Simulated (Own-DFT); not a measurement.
# Which defects push the lattice out? zincblende GaAs

Source: density functional calculations with Own-DFT, an unreviewed in-house program that is no longer used. Nothing was measured or relaxed, and spin and spin-orbit coupling are left out.

Common settings: PBE; PseudoDojo norm-conserving scalar-relativistic files; cutoff 42 hartree; 3 x 3 x 3 k mesh centred on Gamma; Fermi-Dirac smearing of 0.1 eV.

Keep in mind (not all hold for every row): not probed for a lower state with spin; forces on such cells failed a check on a denser k mesh; forces not confirmed at this smearing and k mesh; stress not checked against mesh or cutoff.

All runs share one cell, with vectors in Å (11.307, 0.000, 0.000); (0.000, 11.307, 0.000); (0.000, 0.000, 11.307) and a volume of 1445.4 Å³. u is the rms random offset of the atoms per axis. The defect's site can differ from row to row.

```
cell,formula,u (Å),P (GPa)
no defect,As32Ga32,0.0200,3.51
no defect,As32Ga32,0.0221,3.54
no defect,As32Ga32,0.0511,4.00
one As on a Ga site and one Ga on an As site,As32Ga32,0.0282,3.93
one As on a Ga site and one Ga on an As site,As32Ga32,0.0322,3.95
one As on a Ga site and one Ga on an As site,As32Ga32,0.0480,4.31
two Ga vacancies,As32Ga30,0.0284,2.99
two Ga vacancies,As32Ga30,0.0289,2.96
two Ga vacancies,As32Ga30,0.0304,2.94
two As on a Ga site each,As34Ga30,0.0289,4.80
two As on a Ga site each,As34Ga30,0.0289,4.83
two As on a Ga site each,As34Ga30,0.0326,4.84
one P on an As site,As31Ga32P,0.0276,?
one P on an As site,As31Ga32P,0.0301,3.31
one P on an As site,As31Ga32P,0.0311,3.37
one P on an As site,As31Ga32P,0.0314,3.35
```

## Fit

P = P0 + c u² + a shift for each defect gives P0 = 3.41 GPa, c = 232 ± 14 GPa/Å² and a scatter of 0.03 GPa. The shifts, and each times the cell's volume:

- two As on a Ga site each: 1.20 ± 0.02 GPa, 10.8 eV (5.4 eV for each of its 2 sites)
- one As on a Ga site and one Ga on an As site: 0.33 ± 0.02 GPa, 3.0 eV
- one P on an As site: -0.29 ± 0.02 GPa, -2.7 eV
- two Ga vacancies: -0.65 ± 0.02 GPa, -5.9 eV (-2.9 eV for each of its 2 sites)

Positive is outwards. The product with the volume (160.2 GPa Å³ to the eV) is nearly free of the cell's size; divided by the bulk modulus at the cell's pressure it gives the volume that the defect adds. The atoms around the defects weren't relaxed, which would change these numbers.

## Check

Asked: what pressure belongs in the blank (one P on an As site, u = 0.0276 Å)?

The fit gives 3.30 ± 0.03 GPa. The hidden result is 3.34 GPa.
